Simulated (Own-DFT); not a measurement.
# Which defects push the lattice out? B20 RuSi

The numbers are computed, not measured, by runs of the plane-wave DFT program Own-DFT (in-house, retired, unreviewed) at fixed positions, with no spin and no spin-orbit coupling.

Common settings: PBE; PseudoDojo norm-conserving scalar-relativistic files; cutoff 50 hartree; 5 x 4 x 5 k mesh centred on Gamma; cold (Marzari-Vanderbilt) smearing of 0.2 eV.

Keep in mind (not all hold for every row): not probed for a lower state with spin; forces on such cells failed a check on a denser k mesh; stress not checked against mesh or cutoff.

All runs share one cell, with vectors in Å (4.709, 0.000, 4.709); (0.000, 9.417, 0.000); (-4.709, 0.000, 4.709) and a volume of 417.6 Å³. The atoms are randomly displaced, by u rms on each axis. The defect's site can differ from row to row.

```
cell,formula,u (Å),P (GPa)
no defect,Ru16Si16,0.0194,5.36
no defect,Ru16Si16,0.0225,4.41
no defect,Ru16Si16,0.0488,6.50
one Ru on a Si site,Ru17Si15,0.0276,7.84
one Ru on a Si site,Ru17Si15,0.0425,8.66
one Ru on a Si site,Ru17Si15,0.0569,10.38
one Ru vacancy,Ru15Si16,0.0280,2.75
one Ru vacancy,Ru15Si16,0.0332,2.91
one Ru vacancy,Ru15Si16,0.0509,4.34
one Si vacancy,Ru16Si15,0.0297,2.58
one Si vacancy,Ru16Si15,0.0320,2.85
one Si vacancy,Ru16Si15,0.0520,4.59
one Si on a Ru site,Ru15Si17,0.0288,6.02
one Si on a Ru site,Ru15Si17,0.0293,5.42
one Si on a Ru site,Ru15Si17,0.0498,7.20
one Si on a Ru site,Ru15Si17,0.0517,?
```

## Working it out

P = P0 + c u² + a shift for each defect gives P0 = 4.39 GPa, c = 948 ± 96 GPa/Å² and a scatter of 0.32 GPa. The shifts, and each times the cell's volume:

- one Ru on a Si site: 2.73 ± 0.28 GPa, 7.1 eV
- one Si on a Ru site: 0.50 ± 0.27 GPa, 1.3 eV (not resolved)
- one Ru vacancy: -2.47 ± 0.27 GPa, -6.4 eV
- one Si vacancy: -2.51 ± 0.27 GPa, -6.5 eV

Against the defect-free cell, a freed cell would be larger where the shift is positive and smaller where it is negative (160.2 GPa Å³ is 1 eV). The atoms around the defects weren't relaxed, which would change these numbers.

## The run left out

Question: what pressure belongs in the blank (one Si on a Ru site, u = 0.0517 Å)?

The fit gives 7.43 ± 0.39 GPa. Computed: 7.40 GPa.
